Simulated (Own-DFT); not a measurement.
## Calculated data, SiC (4H silicon carbide, atoms displaced)

Computed with Own-DFT development build. A calculation, not a measurement: plane-wave PBE density functional theory by an unreviewed code, no spin, of a simulated periodic cell, stress positive in tension, free energy of the whole cell less one offset for each atom, forces on such cells passed a denser k mesh, this cell's mesh not checked; offsets are fitted by least squares, one for each functional and potential file, so energies compare only between cells with the same atoms and settings and are not formation energies; the far tail of each file's local potential was reset to the Coulomb form; each entry is a single point on an unrelaxed cell, so the pressure reflects the starting lattice, mostly measured values (interpolated for alloys), from which strain is counted, and rises with the displacements; printed positions are rounded, which can move forces by about a meV/angstrom; the program, named Own-DFT, is a retired in-house code; no spin-orbit coupling.

Common to all runs: functional PBE; potential files PseudoDojo norm-conserving, scalar-relativistic, standard set; wave cutoff 42 hartree; occupations Fermi-Dirac; smearing width 0.1 eV; hardware one NVIDIA H200; k mesh 3 x 3 x 3 centred on Gamma.

```json
{"entry": 1, "formula": "SiC", "kind": "4H silicon carbide, atoms displaced", "structure": {"cell_angstrom": [[12.3308, 0.0, 0.0], [-6.1654, 10.6788, 0.0], [0.0, 0.0, 10.0681]], "atoms_fractional": [["Si", 0.99516, 0.99713, 0.40886], ["Si", 0.08552, 0.17008, 0.15982], ["C", 0.00333, 0.00075, 0.09102], ["C", 0.07982, 0.1627, 0.34143], ["Si", 0.99953, 0.24435, 0.40849], ["Si", 0.07702, 0.41311, 0.15523], ["C", 0.99194, 0.24073, 0.08562], ["C", 0.08331, 0.41883, 0.33535], ["Si", 0.00177, 0.49398, 0.40302], ["Si", 0.0729, 0.66837, 0.14672], ["C", 0.01338, 0.5167, 0.09248], ["C", 0.08726, 0.66388, 0.34435], ["Si", 0.99455, 0.7442, 0.39202], ["Si", 0.08671, 0.91077, 0.15162], ["C", 0.99254, 0.74717, 0.10037], ["C", 0.08599, 0.91656, 0.34872], ["Si", 0.24784, 0.00082, 0.40506], ["Si", 0.32957, 0.16832, 0.1487], ["C", 0.24387, 0.99664, 0.08803], ["C", 0.32309, 0.16587, 0.34913], ["Si", 0.25303, 0.24933, 0.40132], ["Si", 0.3252, 0.41082, 0.1569], ["C", 0.24187, 0.24027, 0.09297], ["C", 0.32806, 0.42182, 0.34624], ["Si", 0.24722, 0.50554, 0.40053], ["Si", 0.32933, 0.66169, 0.15571], ["C", 0.24929, 0.50031, 0.0846], ["C", 0.33783, 0.67153, 0.34343], ["Si", 0.25179, 0.75825, 0.39858], ["Si", 0.33554, 0.91561, 0.16963], ["C", 0.25579, 0.75494, 0.09479], ["C", 0.32641, 0.91591, 0.33886], ["Si", 0.49888, 0.00806, 0.41223], ["Si", 0.57489, 0.15869, 0.16005], ["C", 0.48601, 0.98717, 0.09945], ["C", 0.57781, 0.16714, 0.3352], ["Si", 0.50453, 0.25686, 0.40697], ["Si", 0.58431, 0.41852, 0.15751], ["C", 0.50377, 0.25051, 0.09993], ["C", 0.58883, 0.41532, 0.34019], ["Si", 0.49429, 0.49365, 0.40652], ["Si", 0.58654, 0.66287, 0.16272], ["C", 0.49084, 0.49598, 0.09597], ["C", 0.5879, 0.66325, 0.34446], ["Si", 0.51229, 0.76231, 0.41211], ["Si", 0.58478, 0.91675, 0.15768], ["C", 0.50054, 0.74953, 0.10097], ["C", 0.58634, 0.92131, 0.33711], ["Si", 0.74696, 0.99753, 0.39947], ["Si", 0.84024, 0.16965, 0.15109], ["C", 0.75116, 0.00126, 0.08894], ["C", 0.82775, 0.16951, 0.3445], ["Si", 0.7499, 0.2567, 0.40704], ["Si", 0.83595, 0.42821, 0.15608], ["C", 0.74904, 0.25057, 0.09408], ["C", 0.84308, 0.41817, 0.35127], ["Si", 0.74316, 0.49819, 0.40075], ["Si", 0.8334, 0.66493, 0.15195], ["C", 0.75723, 0.50552, 0.08228], ["C", 0.83276, 0.66101, 0.35027], ["Si", 0.73754, 0.74235, 0.41213], ["Si", 0.84141, 0.9163, 0.15221], ["C", 0.75705, 0.75763, 0.08065], ["C", 0.8381, 0.92651, 0.35928], ["Si", 0.99714, 0.00675, 0.90456], ["Si", 0.92011, 0.8334, 0.66782], ["C", 0.99602, 0.99834, 0.58277], ["C", 0.91468, 0.83198, 0.84478], ["Si", 0.0053, 0.75408, 0.895], ["Si", 0.92626, 0.5853, 0.65365], ["C", 0.99897, 0.73984, 0.59465], ["C", 0.91202, 0.58252, 0.83998], ["Si", 0.99171, 0.4804, 0.91289], ["Si", 0.90641, 0.32798, 0.6659], ["C", 0.99849, 0.49688, 0.59845], ["C", 0.91927, 0.33812, 0.85105], ["Si", 0.00122, 0.25992, 0.89653], ["Si", 0.91811, 0.0811, 0.6606], ["C", 0.0012, 0.24638, 0.59815], ["C", 0.91544, 0.08233, 0.8434], ["Si", 0.7395, 0.99065, 0.90233], ["Si", 0.66977, 0.8447, 0.65744], ["C", 0.75001, 0.00583, 0.59374], ["C", 0.66957, 0.83318, 0.839], ["Si", 0.74382, 0.74492, 0.90515], ["Si", 0.66471, 0.58581, 0.66626], ["C", 0.74894, 0.74301, 0.5913], ["C", 0.66813, 0.58212, 0.84457], ["Si", 0.75083, 0.49835, 0.91682], ["Si", 0.66366, 0.32835, 0.64864], ["C", 0.74807, 0.4955, 0.58669], ["C", 0.64933, 0.32172, 0.83567], ["Si", 0.74776, 0.25726, 0.90434], ["Si", 0.66297, 0.08985, 0.64774], ["C", 0.74322, 0.25213, 0.59549], ["C", 0.67464, 0.07767, 0.84587], ["Si", 0.50031, 0.99799, 0.90542], ["Si", 0.4123, 0.82873, 0.65936], ["C", 0.49559, 0.98795, 0.60219], ["C", 0.41501, 0.83196, 0.84287], ["Si", 0.5099, 0.75995, 0.89396], ["Si", 0.40909, 0.57813, 0.6521], ["C", 0.50271, 0.75403, 0.59352], ["C", 0.41947, 0.5838, 0.84662], ["Si", 0.50347, 0.51288, 0.9007], ["Si", 0.41763, 0.33887, 0.65271], ["C", 0.49693, 0.5031, 0.59379], ["C", 0.41983, 0.34473, 0.8407], ["Si", 0.49761, 0.25218, 0.90735], ["Si", 0.41339, 0.07994, 0.66227], ["C", 0.49988, 0.25542, 0.59546], ["C", 0.40956, 0.07767, 0.84483], ["Si", 0.24302, 0.00184, 0.90801], ["Si", 0.16543, 0.83557, 0.66093], ["C", 0.25402, 0.00451, 0.59913], ["C", 0.17513, 0.83451, 0.83884], ["Si", 0.24735, 0.7542, 0.90257], ["Si", 0.16658, 0.58448, 0.66121], ["C", 0.25723, 0.75358, 0.59586], ["C", 0.17313, 0.59096, 0.84946], ["Si", 0.24143, 0.4892, 0.91238], ["Si", 0.1717, 0.32796, 0.65302], ["C", 0.24295, 0.50342, 0.59168], ["C", 0.1627, 0.33086, 0.84435], ["Si", 0.24426, 0.24856, 0.91566], ["Si", 0.16342, 0.08375, 0.6546], ["C", 0.255, 0.25529, 0.60415], ["C", 0.17446, 0.09749, 0.84379]]}, "results": {"free_energy_of_cell_above_offsets [eV]": "-5.397", "pressure [GPa]": 6.14, "stress_xx [GPa]": -5.92, "stress_yy [GPa]": -5.15, "stress_zz [GPa]": -7.35, "stress_yz [GPa]": -0.45, "stress_xz [GPa]": -0.3, "stress_xy [GPa]": 0.17, "force_element": ["Si", "Si", "C", "C", "Si", "Si", "C", "C", "Si", "Si", "C", "C", "Si", "Si", "C", "C", "Si", "Si", "C", "C", "Si", "Si", "C", "C", "Si", "Si", "C", "C", "Si", "Si", "C", "C", "Si", "Si", "C", "C", "Si", "Si", "C", "C", "Si", "Si", "C", "C", "Si", "Si", "C", "C", "Si", "Si", "C", "C", "Si", "Si", "C", "C", "Si", "Si", "C", "C", "Si", "Si", "C", "C", "Si", "Si", "C", "C", "Si", "Si", "C", "C", "Si", "Si", "C", "C", "Si", "Si", "C", "C", "Si", "Si", "C", "C", "Si", "Si", "C", "C", "Si", "Si", "C", "C", "Si", "Si", "C", "C", "Si", "Si", "C", "C", "Si", "Si", "C", "C", "Si", "Si", "C", "C", "Si", "Si", "C", "C", "Si", "Si", "C", "C", "Si", "Si", "C", "C", "Si", "Si", "C", "C", "Si", "Si", "C", "C"], "force_x [eV/angstrom]": [2.157, -1.351, 0.455, 0.61, -1.398, 0.716, 2.167, 1.013, 0.06, 4.373, -1.369, -1.642, 2.256, -2.205, 0.787, -1.488, 0.03, 1.462, 1.796, 3.702, -3.39, 0.162, 0.028, 1.465, -0.113, 0.51, -0.379, -0.001, 0.953, -2.071, -1.926, 0.879, 0.695, 1.395, 2.761, 0.547, -1.177, -0.487, -1.565, -2.686, 0.408, -1.403, 1.906, -2.357, -1.342, -0.187, 0.794, -0.922, -0.429, -3.274, 0.242, 1.509, 0.446, 2.153, -0.333, -3.509, 3.299, -1.865, -1.715, -2.35, 3.811, -1.889, -0.292, -0.678, 1.864, -0.431, 1.185, 0.133, -0.448, -2.705, -0.506, 1.267, -0.289, 2.015, 1.121, -1.963, 1.226, -0.967, -0.723, -1.278, 3.492, 0.794, 0.05, 0.381, 1.229, 1.179, -0.68, -0.114, -0.509, -2.327, -0.355, 3.21, 0.092, 1.665, 1.988, -4.512, -0.465, 1.296, -1.227, 0.375, -2.088, -0.117, 0.138, -2.464, 1.128, 0.703, 0.826, -0.226, -1.661, 0.502, 0.263, 0.515, 1.514, 1.139, -1.376, -3.623, 2.978, -0.567, -2.587, -0.752, 0.802, -3.281, 1.745, 0.507, 1.048, 0.671, 0.563, -1.121], "force_y [eV/angstrom]": [0.479, -2.172, 0.182, 0.703, 0.952, 0.677, 3.039, -1.694, 2.273, 2.126, -5.404, -0.041, 0.796, 1.444, 1.263, -0.74, -0.049, -1.419, 0.729, -0.031, 1.395, 0.986, 2.566, -1.618, 0.451, 1.656, -1.682, 0.305, -2.539, -1.048, -0.764, 2.298, -1.913, 0.258, 2.936, 0.644, -2.074, -0.294, 0.02, 0.109, 1.411, 1.083, 0.493, -0.547, -2.098, -0.499, -0.255, 0.147, 2.281, -1.457, -0.605, -0.317, -1.329, -2.354, 0.799, 0.282, 0.538, 0.921, -0.707, 0.686, 2.174, 1.052, -2.328, -3.855, -0.87, -1.121, -0.028, 1.232, -1.491, -2.395, 3.648, -0.701, 9.463, 1.419, -0.927, -4.631, -3.962, 0.013, 0.429, 0.821, 1.489, -1.98, 0.353, -0.275, 0.899, -1.319, 2.049, 0.148, -0.243, 2.914, 0.665, 2.42, -2.597, -2.49, -0.872, 2.775, 0.106, -0.325, 3.529, 0.544, -2.861, 1.603, -0.543, 1.223, -2.857, -0.051, -0.49, -1.406, -1.114, 0.921, -1.682, 1.207, -0.122, -0.651, -0.983, 1.272, -0.963, 0.345, -0.73, -2.799, 3.285, 2.424, -1.55, 0.198, 2.478, 0.559, -2.071, -3.656], "force_z [eV/angstrom]": [-1.844, -1.001, 0.458, 1.041, -0.207, -1.126, 0.01, 1.401, 1.769, 2.572, -0.454, -1.037, 3.0, 1.498, -2.715, -1.398, 1.319, 1.766, 1.448, -2.112, 2.108, -0.266, 0.967, -0.718, 1.274, -0.347, 3.598, 0.172, 1.923, -4.77, -0.382, 3.747, -0.694, -2.598, -1.287, 3.845, 0.041, -1.434, -1.267, -0.219, 0.024, -1.997, -0.272, 0.286, -1.653, -1.341, -1.512, 2.161, 1.551, 1.024, 0.733, -0.214, -0.968, 0.707, -0.132, -2.187, 2.435, 1.005, 5.519, -2.717, -0.064, 1.012, 3.364, -3.424, 0.581, -4.038, 4.275, 1.093, 1.428, 0.427, -0.782, 1.117, 0.147, -2.002, -0.848, -2.565, 1.572, -1.291, -0.104, -0.051, 1.607, -1.482, -0.721, 0.059, -1.36, -2.907, 2.165, 1.591, -6.981, 1.414, 1.336, 0.861, 1.075, 2.19, -0.958, -1.516, 0.544, 0.035, -1.851, 0.159, 2.771, 0.807, 0.823, -1.526, 1.663, 1.623, -0.592, 1.418, 0.024, -0.586, -1.083, 1.123, -1.155, -2.713, -1.236, 1.289, 2.466, -0.022, -1.155, -0.439, -3.16, 0.915, -0.316, -0.363, -2.592, 0.184, -3.252, -0.556], "wall_time [s]": 539.7}}
{"entry": 2, "formula": "SiC", "kind": "4H silicon carbide, atoms displaced", "structure": {"cell_angstrom": [[12.3308, 0.0, 0.0], [-6.1654, 10.6788, 0.0], [0.0, 0.0, 10.0681]], "atoms_fractional": [["Si", 0.00671, 0.99965, 0.40416], ["Si", 0.07167, 0.15279, 0.15695], ["C", 0.99948, 0.9941, 0.09627], ["C", 0.07784, 0.15574, 0.34353], ["Si", 0.00491, 0.2522, 0.39786], ["Si", 0.08519, 0.41401, 0.15922], ["C", 0.996, 0.24131, 0.08339], ["C", 0.07531, 0.41755, 0.33683], ["Si", 0.9983, 0.49606, 0.41182], ["Si", 0.08891, 0.66377, 0.16782], ["C", 0.0023, 0.50193, 0.09643], ["C", 0.07785, 0.67049, 0.335], ["Si", 0.99726, 0.74606, 0.41385], ["Si", 0.07963, 0.91398, 0.16605], ["C", 0.99308, 0.73975, 0.08799], ["C", 0.08395, 0.92553, 0.33707], ["Si", 0.24858, 0.0049, 0.41797], ["Si", 0.34507, 0.17172, 0.15552], ["C", 0.2539, 0.99737, 0.10015], ["C", 0.32497, 0.16669, 0.33598], ["Si", 0.24247, 0.24292, 0.40538], ["Si", 0.34657, 0.42314, 0.15445], ["C", 0.25279, 0.24791, 0.09035], ["C", 0.33388, 0.41522, 0.3403], ["Si", 0.25088, 0.50385, 0.39961], ["Si", 0.33678, 0.67593, 0.15117], ["C", 0.25966, 0.50183, 0.08795], ["C", 0.33014, 0.66593, 0.34407], ["Si", 0.2459, 0.75969, 0.40071], ["Si", 0.33328, 0.92172, 0.16219], ["C", 0.24977, 0.74904, 0.08796], ["C", 0.33662, 0.91746, 0.33858], ["Si", 0.49498, 0.00701, 0.41441], ["Si", 0.58049, 0.16545, 0.15532], ["C", 0.49854, 0.00635, 0.09471], ["C", 0.58826, 0.16893, 0.33146], ["Si", 0.49031, 0.24288, 0.39969], ["Si", 0.58048, 0.41646, 0.1529], ["C", 0.49868, 0.24787, 0.08763], ["C", 0.58605, 0.41714, 0.33138], ["Si", 0.49827, 0.49175, 0.39838], ["Si", 0.58615, 0.66322, 0.16712], ["C", 0.50594, 0.49937, 0.08637], ["C", 0.58201, 0.6645, 0.34193], ["Si", 0.49261, 0.75118, 0.39748], ["Si", 0.58113, 0.92208, 0.15383], ["C", 0.50467, 0.74246, 0.09103], ["C", 0.58609, 0.92451, 0.34971], ["Si", 0.74586, 0.00125, 0.40852], ["Si", 0.82837, 0.15453, 0.16532], ["C", 0.7524, 0.00302, 0.09516], ["C", 0.83503, 0.16815, 0.35544], ["Si", 0.75493, 0.25003, 0.40489], ["Si", 0.82411, 0.40329, 0.15365], ["C", 0.75668, 0.2567, 0.08939], ["C", 0.83427, 0.42082, 0.34372], ["Si", 0.7598, 0.49471, 0.40391], ["Si", 0.83538, 0.66555, 0.16533], ["C", 0.73906, 0.50432, 0.10038], ["C", 0.84012, 0.6736, 0.3532], ["Si", 0.75703, 0.74825, 0.40196], ["Si", 0.8362, 0.91821, 0.16177], ["C", 0.74687, 0.75383, 0.0897], ["C", 0.83224, 0.91269, 0.34735], ["Si", 0.99981, 0.99774, 0.90085], ["Si", 0.90593, 0.82568, 0.65287], ["C", 0.0015, 0.00168, 0.58969], ["C", 0.91024, 0.83154, 0.83726], ["Si", 0.99218, 0.7476, 0.90386], ["Si", 0.91328, 0.57996, 0.65251], ["C", 0.00526, 0.74359, 0.59157], ["C", 0.92105, 0.58014, 0.84247], ["Si", 0.00291, 0.50524, 0.90763], ["Si", 0.9165, 0.33338, 0.65481], ["C", 0.00118, 0.5001, 0.5943], ["C", 0.91824, 0.33787, 0.85003], ["Si", 0.00977, 0.25672, 0.90118], ["Si", 0.91775, 0.08002, 0.6661], ["C", 0.00095, 0.24952, 0.58856], ["C", 0.91905, 0.0894, 0.85459], ["Si", 0.74801, 0.99812, 0.90284], ["Si", 0.67488, 0.84451, 0.6502], ["C", 0.74873, 0.00132, 0.5905], ["C", 0.67065, 0.8306, 0.83994], ["Si", 0.761, 0.75598, 0.9122], ["Si", 0.67588, 0.57892, 0.65986], ["C", 0.7464, 0.75699, 0.59079], ["C", 0.66819, 0.57943, 0.84589], ["Si", 0.75244, 0.50059, 0.89849], ["Si", 0.6742, 0.33704, 0.64671], ["C", 0.74072, 0.5006, 0.59571], ["C", 0.66118, 0.32745, 0.85228], ["Si", 0.75007, 0.25025, 0.9023], ["Si", 0.65008, 0.06823, 0.65258], ["C", 0.75229, 0.25026, 0.58872], ["C", 0.67281, 0.08848, 0.84592], ["Si", 0.50689, 0.00686, 0.90382], ["Si", 0.41084, 0.83766, 0.65688], ["C", 0.4974, 0.99624, 0.59461], ["C", 0.41999, 0.84112, 0.84938], ["Si", 0.48795, 0.74613, 0.9119], ["Si", 0.41659, 0.57712, 0.6609], ["C", 0.49778, 0.74519, 0.59118], ["C", 0.40761, 0.58044, 0.84507], ["Si", 0.50458, 0.50761, 0.90121], ["Si", 0.41997, 0.33537, 0.65509], ["C", 0.49448, 0.50417, 0.59468], ["C", 0.41329, 0.33113, 0.83774], ["Si", 0.49054, 0.25432, 0.91165], ["Si", 0.41538, 0.08595, 0.65474], ["C", 0.50263, 0.25342, 0.5937], ["C", 0.41482, 0.08891, 0.83608], ["Si", 0.25747, 0.9993, 0.90876], ["Si", 0.17155, 0.83595, 0.66216], ["C", 0.24775, 0.00316, 0.59528], ["C", 0.17049, 0.83582, 0.84259], ["Si", 0.26233, 0.75295, 0.91044], ["Si", 0.16691, 0.58515, 0.65055], ["C", 0.25036, 0.75129, 0.59458], ["C", 0.16764, 0.58386, 0.84672], ["Si", 0.24771, 0.50331, 0.90028], ["Si", 0.1718, 0.33478, 0.6593], ["C", 0.24764, 0.4972, 0.59958], ["C", 0.16996, 0.3312, 0.84919], ["Si", 0.24139, 0.25024, 0.90627], ["Si", 0.16505, 0.08334, 0.65522], ["C", 0.24812, 0.24777, 0.60223], ["C", 0.16692, 0.08706, 0.84063]]}, "results": {"free_energy_of_cell_above_offsets [eV]": "-7.055", "pressure [GPa]": 5.71, "stress_xx [GPa]": -5.46, "stress_yy [GPa]": -4.27, "stress_zz [GPa]": -7.4, "stress_yz [GPa]": -0.3, "stress_xz [GPa]": 0.65, "stress_xy [GPa]": 0.83, "force_element": ["Si", "Si", "C", "C", "Si", "Si", "C", "C", "Si", "Si", "C", "C", "Si", "Si", "C", "C", "Si", "Si", "C", "C", "Si", "Si", "C", "C", "Si", "Si", "C", "C", "Si", "Si", "C", "C", "Si", "Si", "C", "C", "Si", "Si", "C", "C", "Si", "Si", "C", "C", "Si", "Si", "C", "C", "Si", "Si", "C", "C", "Si", "Si", "C", "C", "Si", "Si", "C", "C", "Si", "Si", "C", "C", "Si", "Si", "C", "C", "Si", "Si", "C", "C", "Si", "Si", "C", "C", "Si", "Si", "C", "C", "Si", "Si", "C", "C", "Si", "Si", "C", "C", "Si", "Si", "C", "C", "Si", "Si", "C", "C", "Si", "Si", "C", "C", "Si", "Si", "C", "C", "Si", "Si", "C", "C", "Si", "Si", "C", "C", "Si", "Si", "C", "C", "Si", "Si", "C", "C", "Si", "Si", "C", "C", "Si", "Si", "C", "C"], "force_x [eV/angstrom]": [-3.476, 1.753, -0.32, -0.655, -0.254, 0.086, 0.056, 2.318, -0.55, -1.686, -0.087, 1.301, 0.652, 1.33, 0.935, 2.544, 0.007, -3.507, -1.884, 1.881, -0.123, -1.944, -0.431, -0.842, 0.227, 1.275, -1.665, -1.545, 1.475, 1.14, -0.015, -1.433, 2.277, 1.127, 0.599, -1.19, 1.277, 0.33, 1.012, 0.222, -0.349, 0.055, -0.93, 0.246, 2.204, 1.415, -2.101, -1.789, 2.02, -0.065, -0.666, 0.668, -1.561, -0.018, -0.555, 3.082, -5.407, -0.996, 3.751, 0.656, -3.612, -0.889, 1.626, -0.058, 0.143, 1.614, 0.107, 2.305, 1.943, 0.721, -1.618, -2.173, 0.889, 1.094, -0.715, 0.654, -2.25, -0.702, 0.412, 0.375, 0.815, -2.076, 0.087, -1.324, -3.198, -7.012, 2.228, 0.134, -0.015, -1.473, 5.688, 0.022, 0.337, 3.779, -0.734, -0.838, -1.445, 2.829, -3.071, 0.608, 3.312, -2.277, -0.733, 1.887, -0.625, -0.826, 4.04, -1.026, 1.992, 0.019, 0.401, 1.559, -2.124, -0.873, 1.07, -0.238, -3.539, 0.671, -0.948, -0.451, 0.757, -1.61, 0.101, -2.088, 3.8, -0.631, 0.849, 0.448], "force_y [eV/angstrom]": [-0.89, 2.863, -0.612, 2.642, -0.814, -0.001, 0.789, -0.181, 1.214, -0.155, -0.995, -0.381, 2.116, -0.651, 1.552, -2.406, -0.662, -1.778, 0.995, -0.513, 1.818, -1.801, 0.098, -0.462, -1.449, -2.489, 0.25, 1.254, -2.323, -1.222, 1.333, 1.38, -0.703, 1.573, -1.388, -0.2, 2.021, -0.602, 0.929, -0.895, 1.81, 0.224, 0.896, 0.014, 0.277, -0.915, 2.035, -1.072, -0.526, 3.681, -2.031, -0.619, 0.617, 5.743, -4.995, -2.565, 2.216, 0.323, -0.808, -2.798, 0.637, -0.919, -0.295, 1.358, 0.683, 1.555, -1.294, 0.737, 0.438, 0.198, 1.114, 1.039, -0.922, -0.675, -0.222, -0.209, -0.81, 1.34, 0.121, -1.439, -0.097, -3.274, 1.145, 0.526, -1.975, 3.55, -2.46, 1.803, -1.197, -1.789, -1.684, 1.191, 1.025, 3.856, -0.76, -1.634, 0.607, -2.66, 0.686, -0.016, 0.543, 2.654, 1.442, 1.106, -1.803, 0.194, -2.127, 1.533, -0.669, 0.742, -0.727, -0.403, 0.231, -0.579, -0.684, -0.786, -0.585, -0.319, 0.436, 1.149, -1.799, -0.876, 0.766, 2.391, -0.892, 0.13, 0.381, -1.49], "force_z [eV/angstrom]": [1.342, -1.064, -1.311, -0.611, 1.858, -3.176, 3.079, 1.854, -1.566, -5.894, 0.053, 5.035, -1.686, -4.304, 1.764, 3.983, -3.676, -1.111, -1.046, 2.018, 0.404, -1.135, 1.033, 0.465, 1.217, 0.552, 1.097, -1.18, 1.075, -2.34, 2.432, 2.777, -2.723, -2.01, -0.981, 3.639, 0.351, -0.89, 1.841, 2.918, 1.723, -3.47, 0.679, 1.695, 2.196, 0.639, 1.489, -1.235, -0.178, -1.459, -0.434, -2.232, -0.065, 0.643, 0.25, -0.516, 0.513, -1.55, -1.576, -1.168, 1.563, -0.782, 2.588, -0.2, 1.122, -0.737, 0.929, 0.252, -0.09, 0.929, 1.488, -0.943, 1.101, 0.739, -0.332, -1.699, 0.921, -1.807, 1.096, -1.815, 1.029, 1.213, 0.984, 0.613, -1.192, 0.757, -0.653, -0.805, 2.588, 2.367, -2.837, -1.894, 0.903, 1.47, 0.556, -1.32, 0.723, 0.149, -0.288, -1.103, -1.834, -0.751, 0.321, -0.295, 0.228, -0.166, -1.188, 1.274, -2.617, 0.209, -1.584, 1.658, 0.111, -0.752, 0.432, 1.327, -1.378, 1.654, -1.114, -1.366, 1.799, -0.25, -1.708, -2.021, 0.853, 1.04, -2.382, 0.892], "wall_time [s]": 535.7}}
```
